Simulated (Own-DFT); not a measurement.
# How strain changes the stress of hcp Ru, 36 atoms (Ru36)

All numbers below are calculated, not measured. They come from Own-DFT, an in-house plane-wave density functional program, since retired, whose code no person has reviewed. Each row is one single-point run on a periodic cell that was not relaxed, without spin or spin-orbit coupling.

Settings of every run: PBE; PseudoDojo norm-conserving scalar-relativistic files; cutoff 50 hartree; 5 x 5 x 4 k mesh centred on Gamma; cold (Marzari-Vanderbilt) smearing of 0.2 eV.

Known limits: forces on such cells failed a check on a denser k mesh; stress not checked against mesh or cutoff.

Unstrained cell vectors in Å: (8.118, 0.000, 0.000); (-4.059, 7.030, 0.000); (0.000, 0.000, 8.563). The unstrained cell has measured lattice constants (interpolated for alloys), not those of this functional. That, the random moves and any unrelaxed bonds set the pressure at no strain. Each run strains this cell uniformly, with the atoms carried along. Every atom was also moved at random, by a Gaussian of width 0.05 Å on each axis. Strain is the symmetric tensor, in per cent. Stress is positive in tension, and the pressure is minus a third of its trace.

| run | e_xx (%) | e_yy (%) | e_zz (%) | e_yz (%) | e_xz (%) | e_xy (%) | s_xx (GPa) | s_yy (GPa) | s_zz (GPa) | s_yz (GPa) | s_xz (GPa) | s_xy (GPa) | P (GPa) | E (meV/atom) |
|---|---|---|---|---|---|---|---|---|---|---|---|---|---|---|
| 1 | -0.65 | -1.11 | 1.43 | 1.01 | 0.60 | -1.66 | -10.46 | -14.67 | -1.69 | 3.90 | 1.73 | -7.20 | 8.94 | 34.0 |
| 2 | 0.22 | -1.84 | 0.49 | -0.38 | 1.01 | -1.35 | -9.66 | -17.67 | -6.70 | -1.08 | 4.06 | -6.77 | 11.34 | 28.0 |
| 3 | 0.82 | 1.16 | -1.70 | -1.23 | -0.29 | 0.99 | -3.55 | -3.91 | -16.01 | -4.75 | -1.08 | 2.85 | 7.82 | 39.4 |
| 4 | 1.44 | 0.84 | -1.53 | 1.45 | -0.74 | 0.96 | -1.15 | -3.23 | -14.16 | 6.02 | -3.34 | 4.26 | 6.18 | 36.0 |
| 5 | 0.60 | 0.37 | 0.39 | 0.06 | -0.19 | 0.24 | -2.36 | -2.19 | -3.33 | -0.04 | -0.68 | 1.01 | 2.63 | 0.0 |
| 6 | -0.17 | -0.77 | -1.92 | -0.99 | -0.85 | 1.22 | -16.11 | -16.99 | -24.56 | -4.25 | -3.89 | 4.97 | 19.22 | 71.5 |
| 7 | 0.90 | 1.69 | 1.05 | -0.50 | 1.35 | 1.90 | 2.81 | 4.55 | 3.56 | -1.62 | 5.00 | 6.83 | -3.64 | 20.4 |
| 8 | -0.66 | -0.63 | 1.40 | -1.28 | 0.03 | -0.54 | -10.64 | -11.52 | -0.80 | -4.89 | 0.23 | -2.26 | 7.65 | 35.7 |
| 9 | 0.11 | -0.41 | 1.10 | 0.90 | 1.71 | 0.63 | -5.13 | -7.80 | -0.80 | 2.97 | 5.70 | 2.32 | 4.58 | 12.6 |
| 10 | -1.24 | -1.04 | 0.99 | 1.51 | 0.78 | -1.06 | -15.56 | -15.46 | -5.01 | 5.71 | 2.80 | -4.64 | 12.01 | 35.2 |
| 11 | 0.26 | -0.27 | -1.61 | 1.71 | 1.00 | -1.12 | -10.63 | -13.65 | -20.88 | 7.30 | 4.16 | -5.55 | 15.05 | 66.3 |
| 12 | -1.80 | 0.33 | 1.65 | 0.41 | 0.08 | -1.69 | -15.28 | -6.97 | 0.49 | 1.29 | 0.35 | -6.31 | 7.25 | 33.9 |
| 13 | 0.05 | -1.09 | -0.59 | -0.73 | 1.09 | -1.30 | -11.03 | -16.59 | -14.59 | -2.81 | 3.98 | -6.15 | 14.07 | 48.0 |
| 14 | -1.33 | -0.22 | -0.82 | 0.35 | -1.51 | -0.79 | -18.33 | -14.48 | -17.72 | 1.28 | -5.93 | -3.57 | 16.85 | 56.7 |
| 15 | -1.12 | 0.03 | -0.89 | 1.56 | 1.21 | 0.65 | -16.42 | -10.83 | -16.50 | 5.77 | 4.48 | 3.75 | 14.58 | 36.0 |
| 16 | -1.41 | -1.21 | 0.29 | -0.30 | 1.98 | -0.48 | ? | ? | ? | ? | ? | ? | ? | ? |

E is the free energy for each atom above the lowest run shown.

## Worked fit

Each stress component was fitted by least squares to a constant and the strains of the runs shown, as fractions, with shears doubled. Shear strains stay in the fit of a normal stress only where such slopes are resolved. The slopes, in GPa:

| stress | at no strain | per e_xx | per e_yy | per e_zz | scatter |
|---|---|---|---|---|---|
| s_xx | -8.0 | 619 ± 20 | 206 ± 18 | 226 ± 13 | 0.60 |
| s_yy | -8.5 | 204 ± 34 | 597 ± 31 | 193 ± 23 | 1.02 |
| s_zz | -8.3 | 218 ± 21 | 176 ± 20 | 726 ± 14 | 0.64 |

Each shear stress against twice its own strain: yz 194 ± 4, xz 197 ± 6, xy 222 ± 10 GPa. These are stiffnesses along x, y and z of the frame in which the cell vectors are given, which need not be the crystal's axes. The atoms are held to the strained lattice; where symmetry lets them move under strain, relaxing them would lower some slopes. The table should be nearly symmetric about its diagonal, and what it lacks of that shows the noise. A ninth of its sum, 352 ± 12 GPa, estimates the bulk modulus near the mean pressure of these runs, 9.6 GPa, so it lies above the value at zero pressure.

## Withheld run

Question: what normal stresses and pressure should run 16 give?

The fit gives s_xx = -18.6, s_yy = -18.0, s_zz = -11.3 and P = 16.0 GPa. The calculation gave -18.93, -18.69, -11.79 and P = 16.47 GPa.
